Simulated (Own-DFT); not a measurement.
Simulation results for Si3N4 (beta silicon nitride, strained, atoms displaced), GaN (wurtzite, strained, atoms displaced), SiC (3C silicon carbide, strained, atoms displaced)

All values are calculated (Own-DFT development build). A calculation, not a measurement: plane-wave PBE density functional theory by an unreviewed code, no spin, of a simulated periodic cell, stress positive in tension, free energy of the whole cell less one offset for each atom, forces on such cells passed a denser k mesh, this cell's mesh not checked; offsets are fitted by least squares, one for each functional and potential file, so energies compare only between cells with the same atoms and settings and are not formation energies; the far tail of each file's local potential was reset to the Coulomb form; each entry is a single point on an unrelaxed cell, so the pressure reflects the starting lattice, mostly measured values (interpolated for alloys), from which strain is counted, and rises with the displacements; printed positions are rounded, which can move forces by about a meV/angstrom; the program, named Own-DFT, is a retired in-house code; no spin-orbit coupling.

Common to all runs: functional PBE.

(1) Si3N4 (beta silicon nitride, strained, atoms displaced)

```
Si3N4
1.0
      7.6122    -0.0360    -0.0669
     -3.8373     6.6463     0.0977
     -0.0768     0.0851     8.8810
Si N Si N Si N
6 8 6 8 6 8
Direct
  0.16665 0.76749 0.08000
  0.22226 0.39476 0.09188
  0.59863 0.83429 0.08570
  0.82257 0.23068 0.24573
  0.78404 0.60463 0.23969
  0.40995 0.17965 0.23789
  0.32557 0.03048 0.07004
  0.97227 0.31610 0.07728
  0.70046 0.67163 0.08407
  0.67949 0.99022 0.24314
  0.02953 0.69782 0.25451
  0.31563 0.34464 0.24190
  0.34217 0.66585 0.07828
  0.66534 0.32623 0.26145
  0.18145 0.77660 0.41615
  0.21041 0.39585 0.42562
  0.60245 0.82376 0.41857
  0.82848 0.24249 0.57873
  0.77007 0.59274 0.57550
  0.41320 0.18275 0.58509
  0.33219 0.03857 0.41947
  0.96616 0.30721 0.41541
  0.69101 0.66360 0.41138
  0.67460 0.98577 0.57809
  0.04530 0.71117 0.58636
  0.29992 0.32666 0.58679
  0.31931 0.67226 0.41303
  0.66324 0.32840 0.58547
  0.17384 0.75702 0.75292
  0.23013 0.40045 0.74822
  0.59024 0.81235 0.75140
  0.83480 0.21902 0.91969
  0.77387 0.59538 0.92088
  0.39188 0.15872 0.92931
  0.33734 0.01993 0.75550
  0.97461 0.30375 0.75740
  0.69892 0.66732 0.74998
  0.67724 0.97850 0.91741
  0.03356 0.68330 0.92148
  0.30192 0.34208 0.92821
  0.33303 0.66957 0.75223
  0.66849 0.33476 0.91389
```

* potential files: PseudoDojo norm-conserving, scalar-relativistic, standard set
* wave cutoff: 42 hartree
* occupations: Fermi-Dirac
* smearing width: 0.1 eV
* k mesh: 3 x 3 x 3 centred on Gamma
* free energy of cell above offsets: -1.589 eV
* pressure: 3 GPa
* stress xx: -8.51 GPa
* stress yy: -2.99 GPa
* stress zz: 2.49 GPa
* stress yz: 3.41 GPa
* stress xz: -3.43 GPa
* stress xy: -2.01 GPa

Force:
```
element  x (eV/Å)  y (eV/Å)  z (eV/Å)
     Si     3.525    -0.816     1.622
     Si     0.071     3.533    -3.152
     Si    -0.159    -0.752    -0.695
     Si     0.393      3.54    -0.222
     Si    -3.087    -3.038     2.251
     Si      -0.5    -0.601     2.559
      N    -0.403    -5.004      9.38
      N    -0.323    -1.009     2.826
      N     0.664     0.747     -0.97
      N     0.313    -5.779     0.988
      N     1.836     1.605    -1.224
      N      -0.3    -1.539     4.041
      N      -2.3      0.81     0.903
      N    -0.156     2.705    -1.253
     Si    -2.239     1.869     1.165
     Si     4.079     2.992    -2.095
     Si    -3.272     1.993    -0.446
     Si     0.344    -1.105     2.238
     Si     0.562       0.5     1.916
     Si    -0.649    -3.662     0.735
      N    -0.421     0.087    -1.669
      N    -1.179    -0.962     -0.62
      N     1.839    -0.315    -0.379
      N     0.718    -3.322     0.456
      N    -2.745    -1.783    -1.213
      N    -1.332      0.79    -0.314
      N     5.836    -2.223     0.306
      N     0.851     3.217    -0.259
     Si    -0.759     2.092      0.41
     Si     0.641     1.205     2.575
     Si    -0.601     3.506    -0.327
     Si     -3.06     3.811    -1.436
     Si    -0.829      -1.8    -0.855
     Si     1.183     7.534     -10.3
      N    -1.151     1.531     0.054
      N    -0.581    -0.428    -2.688
      N     1.281     -0.34    -0.739
      N     0.172    -4.404    -0.384
      N    -1.553     0.487    -1.426
      N     1.212    -2.109    -2.026
      N     2.093    -2.365    -0.579
      N    -0.017    -1.197     0.843
```

(2) GaN (wurtzite, strained, atoms displaced)

```
GaN
1.0
     12.7560     0.0000     0.0000
     -4.7835     8.2853     0.0000
      0.0000     0.0000    10.3182
Ga N Ga N Ga N Ga N Ga N Ga N Ga N Ga N Ga N Ga N Ga N Ga N Ga N Ga N Ga N Ga N Ga N Ga N Ga N Ga N Ga N Ga N Ga N Ga N
2 2 2 2 2 2 2 2 2 2 2 2 2 2 2 2 2 2 2 2 2 2 2 2 2 2 2 2 2 2 2 2 2 2 2 2 2 2 2 2 2 2 2 2 2 2 2 2
Direct
  0.08699 0.22335 0.99448
  0.16913 0.11781 0.24358
  0.09198 0.22826 0.19895
  0.16128 0.11030 0.44673
  0.08814 0.23043 0.50226
  0.16884 0.11605 0.74813
  0.08771 0.23794 0.68345
  0.17467 0.12242 0.93789
  0.08205 0.54795 0.99698
  0.16942 0.44860 0.25145
  0.08495 0.55275 0.19094
  0.17256 0.44889 0.43561
  0.08419 0.55007 0.50172
  0.17242 0.46219 0.74906
  0.07821 0.55207 0.68548
  0.16648 0.45569 0.93934
  0.08875 0.89773 0.99831
  0.17203 0.78609 0.25300
  0.07657 0.87990 0.18886
  0.16356 0.77411 0.43305
  0.08578 0.90012 0.50171
  0.16238 0.77120 0.74845
  0.08178 0.88039 0.68576
  0.16377 0.77319 0.92783
  0.33359 0.21618 0.00278
  0.42128 0.11942 0.25374
  0.33570 0.22492 0.18754
  0.41444 0.10100 0.42809
  0.33544 0.22474 0.49594
  0.41316 0.10612 0.75171
  0.32669 0.22384 0.68432
  0.41912 0.11625 0.94418
  0.32827 0.55076 0.00019
  0.41682 0.43983 0.24862
  0.33490 0.55677 0.19607
  0.41901 0.44428 0.44086
  0.32449 0.55526 0.50160
  0.41798 0.43600 0.75593
  0.33102 0.55433 0.68758
  0.41933 0.44173 0.93633
  0.33666 0.89082 0.00472
  0.40837 0.76050 0.24098
  0.33532 0.89522 0.19474
  0.41519 0.76589 0.43137
  0.33928 0.88528 0.50063
  0.41919 0.77692 0.76120
  0.33751 0.88369 0.69406
  0.41408 0.76836 0.93933
  0.58619 0.22288 0.99982
  0.66382 0.11624 0.25415
  0.58685 0.22524 0.19092
  0.65564 0.10898 0.43174
  0.57314 0.21052 0.49309
  0.66648 0.11973 0.74461
  0.58338 0.22813 0.68463
  0.67756 0.11450 0.92693
  0.57569 0.55880 0.00126
  0.66980 0.45007 0.24258
  0.57944 0.54892 0.19152
  0.67606 0.44738 0.43911
  0.58152 0.55928 0.50223
  0.67381 0.44516 0.75504
  0.58346 0.56052 0.68465
  0.66011 0.43751 0.93205
  0.57965 0.87759 0.99812
  0.66975 0.78276 0.24556
  0.58028 0.88694 0.19246
  0.66558 0.78185 0.44013
  0.58775 0.89407 0.50002
  0.66583 0.77864 0.74876
  0.57963 0.88742 0.68899
  0.66130 0.77786 0.93809
  0.83735 0.23155 0.00668
  0.91006 0.10106 0.25110
  0.82978 0.21305 0.18989
  0.91959 0.11984 0.44275
  0.83229 0.23381 0.50002
  0.91490 0.11765 0.74849
  0.83827 0.22184 0.68789
  0.91273 0.11668 0.94133
  0.83311 0.53933 0.00030
  0.91265 0.44045 0.24457
  0.83037 0.55870 0.19434
  0.91373 0.44488 0.43932
  0.83344 0.55772 0.50233
  0.91079 0.43296 0.74160
  0.84010 0.56949 0.68551
  0.92018 0.44443 0.93783
  0.83480 0.89405 0.99466
  0.92073 0.78982 0.24941
  0.82388 0.87251 0.18425
  0.92131 0.78212 0.43538
  0.82811 0.89048 0.49455
  0.92087 0.78555 0.74647
  0.83679 0.88803 0.68778
  0.92235 0.78027 0.93614
```

* potential files: PseudoDojo norm-conserving, scalar-relativistic, standard set with the stringent files for Ga
* wave cutoff: 96 hartree
* occupations: Gaussian
* smearing width: 0.01 eV
* k mesh: 3 x 4 x 3 centred on Gamma
* free energy of cell above offsets: -4.231 eV
* pressure: 8.02 GPa
* stress xx: -7.87 GPa
* stress yy: -6.68 GPa
* stress zz: -9.52 GPa
* stress yz: 0.21 GPa
* stress xz: 0.06 GPa
* stress xy: -0.14 GPa

Force:
```
element  x (eV/Å)  y (eV/Å)  z (eV/Å)
     Ga    -1.146     0.539     0.971
     Ga     0.669    -1.639     1.652
      N    -2.059    -0.586    -2.053
      N     1.361     1.469     -1.81
     Ga    -0.611    -0.359    -0.755
     Ga    -1.182    -0.731    -0.516
      N    -0.058    -0.978     2.031
      N    -0.514    -0.875    -0.275
     Ga    -1.306     2.212     1.419
     Ga    -0.408    -0.259    -0.045
      N     -0.76      0.47    -0.698
      N    -1.677    -0.962     0.151
     Ga     -0.93     0.799    -1.252
     Ga    -0.135    -1.445     0.124
      N     0.165     0.127     0.367
      N     1.849    -2.052    -0.721
     Ga     -0.04     -1.37    -0.124
     Ga    -0.721    -1.145    -0.658
      N     1.552     2.152    -0.889
      N     0.505     0.507     2.015
     Ga     0.465    -2.133    -0.437
     Ga     0.377     0.536    -0.968
      N     0.245     1.877     0.464
      N     0.534     0.715     2.477
     Ga     0.168     1.287     -0.15
     Ga     0.142     -0.61    -2.151
      N    -0.042    -0.667     0.235
      N     -1.19     0.491     2.647
     Ga    -0.377    -0.541     0.103
     Ga     -0.02     0.574    -0.194
      N     2.106    -0.497     0.302
      N     0.534    -1.158    -0.815
     Ga     0.814    -0.337     0.485
     Ga    -0.341     0.793     1.195
      N     0.225    -3.075    -2.442
      N    -0.782    -0.113    -0.649
     Ga     2.799      0.49     0.405
     Ga    -0.534     1.203    -1.889
      N     1.078     0.561     0.774
      N    -1.662    -0.449     1.141
     Ga     -0.81    -0.485    -0.437
     Ga     0.344     4.137      1.91
      N     0.495    -0.339    -1.234
      N    -0.041     1.318      0.64
     Ga    -0.756    -1.008     -0.33
     Ga     0.022    -0.582    -2.277
      N    -1.022     0.402    -0.734
      N    -0.343     0.808     1.538
     Ga     0.601    -0.582    -0.086
     Ga     0.732    -1.305    -1.486
      N    -0.696     0.273    -0.996
      N     1.959     0.085     1.912
     Ga     0.329     2.561     0.894
     Ga     0.441    -1.097    -0.135
      N    -0.377    -0.597     -0.12
      N    -1.565    -0.425     1.864
     Ga     2.015    -0.151     0.201
     Ga    -0.415    -0.518     1.871
      N    -0.098     1.146    -0.845
      N    -2.413    -0.913    -0.589
     Ga       1.2    -0.467    -0.795
     Ga     -1.02       0.9    -2.302
      N     0.431    -0.798      1.42
      N     0.516     1.101     2.122
     Ga    -0.578      2.28     0.895
     Ga    -1.792    -1.447     1.104
      N    -0.055     0.243    -1.027
      N     0.247     -0.33    -0.899
     Ga    -1.325    -0.992    -0.197
     Ga     0.311     0.171    -0.266
      N     0.556     0.912    -0.075
      N     1.698    -0.482    -0.314
     Ga    -0.358    -1.252    -0.824
     Ga      0.94     0.693     0.337
      N    -0.281     0.653     0.348
      N    -0.698    -0.517     -0.64
     Ga     0.295    -1.596    -0.614
     Ga     2.128    -1.164      0.23
      N     -2.32    -0.302    -1.086
      N     1.674     0.025    -0.364
     Ga    -1.662     2.337     0.186
     Ga      0.45     0.695     1.147
      N     1.639     0.086    -1.647
      N     0.759     0.568    -0.542
     Ga     0.383     0.925    -0.842
     Ga    -0.185     2.422     0.972
      N      0.14    -1.995     1.012
      N     -0.19    -0.448    -0.798
     Ga     0.284    -1.054    -0.146
     Ga    -0.257    -1.876     0.541
      N     1.018      2.33    -0.422
      N    -1.015      0.16     0.491
     Ga     1.674     0.305     0.774
     Ga      0.14    -0.398     0.854
      N     -1.38      0.99     -0.06
      N    -0.867    -0.228     0.404
```

(3) SiC (3C silicon carbide, strained, atoms displaced)

```
SiC
1.0
     13.0425     0.1130     0.1655
      0.0754     8.8577    -0.1045
      0.1104    -0.1045     8.7800
Si C Si C Si C Si C Si C Si C Si C Si C Si C Si C Si C Si C
4 4 4 4 4 4 4 4 4 4 4 4 4 4 4 4 4 4 4 4 4 4 4 4
Direct
  0.99354 0.98813 0.00726
  0.99931 0.25752 0.24586
  0.17250 0.99752 0.25537
  0.17153 0.25253 0.00659
  0.07558 0.13126 0.12788
  0.08565 0.38147 0.36422
  0.25324 0.12321 0.38227
  0.24481 0.38055 0.12520
  0.99915 0.00336 0.49249
  0.99989 0.24376 0.74125
  0.17001 0.99270 0.75200
  0.16562 0.25324 0.49320
  0.08492 0.12457 0.61347
  0.08304 0.36411 0.87481
  0.25297 0.12350 0.86896
  0.25581 0.37349 0.63108
  0.99505 0.50568 0.99980
  0.00337 0.75465 0.24618
  0.16940 0.51211 0.24493
  0.16674 0.75306 0.99959
  0.08509 0.61743 0.12470
  0.08394 0.88181 0.37340
  0.25226 0.63182 0.38197
  0.25530 0.87477 0.11312
  0.99588 0.50393 0.50422
  0.99632 0.74842 0.75713
  0.16992 0.50394 0.74598
  0.16818 0.74604 0.50870
  0.09086 0.62694 0.62045
  0.08439 0.87127 0.87942
  0.24627 0.62213 0.87518
  0.24868 0.87605 0.62358
  0.32960 0.99733 0.00197
  0.33497 0.24680 0.24991
  0.50097 0.00038 0.24466
  0.50260 0.24526 0.99735
  0.41803 0.12340 0.12603
  0.41854 0.38452 0.37267
  0.58143 0.12525 0.38230
  0.58306 0.37478 0.11596
  0.33949 0.00482 0.50381
  0.33222 0.25257 0.75122
  0.50183 0.00019 0.75110
  0.50140 0.25035 0.51599
  0.41283 0.12396 0.63033
  0.41471 0.37510 0.86906
  0.58671 0.13029 0.88611
  0.58231 0.37889 0.62927
  0.33767 0.49354 0.99534
  0.32129 0.75582 0.23984
  0.50105 0.49703 0.25381
  0.50546 0.75845 0.00895
  0.41651 0.62109 0.12507
  0.41856 0.86649 0.37191
  0.58635 0.62774 0.37809
  0.58531 0.86831 0.13213
  0.33462 0.50546 0.49945
  0.32903 0.74254 0.76086
  0.50592 0.49045 0.74422
  0.50937 0.75035 0.49548
  0.41033 0.62016 0.63460
  0.41787 0.88265 0.87068
  0.58870 0.63370 0.87640
  0.58994 0.87542 0.62561
  0.66734 0.99911 0.99922
  0.67152 0.25068 0.24702
  0.83916 0.99645 0.25240
  0.83512 0.23823 0.99591
  0.75189 0.13040 0.12437
  0.74733 0.37503 0.37216
  0.91852 0.13161 0.36987
  0.91280 0.36878 0.11456
  0.66590 0.99405 0.49421
  0.66692 0.24568 0.75198
  0.82700 0.00365 0.75957
  0.83508 0.24653 0.49816
  0.75821 0.11829 0.61762
  0.74472 0.37255 0.87853
  0.91276 0.12815 0.87593
  0.91939 0.37415 0.62970
  0.67141 0.49772 0.00174
  0.66932 0.74834 0.25255
  0.83859 0.50045 0.25232
  0.83335 0.75384 0.99510
  0.74483 0.61989 0.13625
  0.76161 0.88024 0.37866
  0.91552 0.62758 0.37473
  0.91568 0.87221 0.12482
  0.66265 0.51490 0.50316
  0.66527 0.75745 0.75048
  0.83067 0.50485 0.75282
  0.83359 0.75282 0.49513
  0.75000 0.63092 0.62865
  0.74521 0.87521 0.87962
  0.91801 0.63520 0.89132
  0.92250 0.88644 0.61518
```

- potential files: PseudoDojo norm-conserving, scalar-relativistic, standard set
- wave cutoff: 42 hartree
- occupations: Fermi-Dirac
- smearing width: 0.1 eV
- hardware: one NVIDIA H200
- k mesh: 3 x 4 x 4 centred on Gamma
- free energy of cell above offsets: -6.871 eV
- pressure: 1.33 GPa
- stress xx: -3.33 GPa
- stress yy: 0.82 GPa
- stress zz: -1.49 GPa
- stress yz: -6.16 GPa
- stress xz: 7.5 GPa
- stress xy: 5.19 GPa
- wall time: 524.2 s

Force:
```
element  x (eV/Å)  y (eV/Å)  z (eV/Å)
     Si     2.121      3.22    -1.422
     Si    -0.297     0.379     0.427
     Si    -1.527     1.388    -0.798
     Si    -2.409     -0.97    -1.465
      C     2.711    -2.306    -0.985
      C    -0.597     0.163      1.31
      C     0.584     0.126    -1.413
      C     2.893    -0.912    -0.057
     Si     0.917     1.239     0.309
     Si     0.841     0.383     1.657
     Si    -1.368     1.785    -0.377
     Si     0.258     0.581     1.041
      C    -0.138    -0.453     1.023
      C    -0.115     2.002    -0.529
      C    -0.744    -0.038     1.794
      C    -1.327     0.576    -2.298
     Si     1.917    -2.772     0.244
     Si     -0.06    -0.884      0.96
     Si    -0.322    -1.249     2.054
     Si    -0.532    -1.301     -0.07
      C    -0.688     2.485     -0.66
      C     0.736     -1.99    -0.453
      C    -0.833     -0.54    -1.944
      C    -2.885      0.06     1.448
     Si     1.807    -0.319    -0.922
     Si     1.708     1.282    -1.927
     Si    -1.174    -1.804      0.82
     Si    -0.019     2.484    -1.613
      C    -3.028    -1.154     1.853
      C    -0.681     0.492    -0.305
      C     0.787     0.059     1.093
      C     1.378     -0.83     0.444
     Si      2.33     2.085    -2.047
     Si    -0.349     1.456     0.663
     Si    -0.506    -0.134     2.108
     Si    -2.088     2.147     1.321
      C    -0.181    -0.228    -0.869
      C    -0.239    -2.219     1.087
      C     0.713    -0.193    -1.231
      C     0.238    -0.196     1.547
     Si    -1.119    -2.059    -0.686
     Si     0.001    -0.466     0.283
     Si    -0.341     0.477     0.061
     Si    -0.967     0.212    -2.339
      C     2.309      0.45     0.125
      C     1.956    -1.455      0.26
      C     0.371    -2.431    -2.892
      C     2.719    -2.235    -1.812
     Si    -1.244     1.457     1.179
     Si     4.185    -2.001     2.344
     Si     0.201     0.915      -1.5
     Si    -1.979    -2.024    -1.788
      C    -0.058     0.833    -0.141
      C    -0.233     1.519     -0.15
      C     0.144    -0.611    -1.256
      C     1.168     1.895    -0.321
     Si    -0.024    -0.595     0.653
     Si     1.192     1.758    -1.458
     Si    -3.331     4.094     3.371
     Si    -3.775     0.716     1.809
      C     2.688     0.393    -1.124
      C     0.023    -1.562     1.381
      C    -0.577    -1.371     -0.07
      C    -1.202      0.44    -0.569
     Si    -0.431     0.822     2.224
     Si    -2.018     0.597     0.754
     Si    -0.943     2.159    -0.312
     Si     -1.82     3.248     1.252
      C     0.336    -2.786    -0.071
      C     0.958     0.809     1.445
      C     0.189    -0.729     -0.08
      C     0.636     1.572     1.206
     Si      1.19     1.635     0.629
     Si     0.853     0.678    -0.716
     Si     1.933    -0.487    -1.955
     Si    -0.636     1.404     0.024
      C    -2.675     0.666     1.257
      C     2.345    -0.488    -1.347
      C     1.911    -2.839    -1.545
      C    -1.169     0.741    -0.669
     Si    -1.967     1.248     0.391
     Si     0.161      0.93     0.714
     Si    -1.782    -0.792    -0.557
     Si     -2.45     0.342     2.974
      C     2.507      0.14    -1.948
      C    -2.835    -0.948    -1.324
      C     1.125    -0.191    -0.245
      C    -0.356    -0.983     0.263
     Si     1.844    -2.778     -0.02
     Si     0.372    -1.193     0.717
     Si     0.141    -1.005     0.438
     Si     0.948     0.286     1.872
      C     0.468     0.093    -0.575
      C     1.588    -0.194     -1.07
      C    -0.336    -1.716    -3.535
      C    -2.024     -2.49     2.633
```
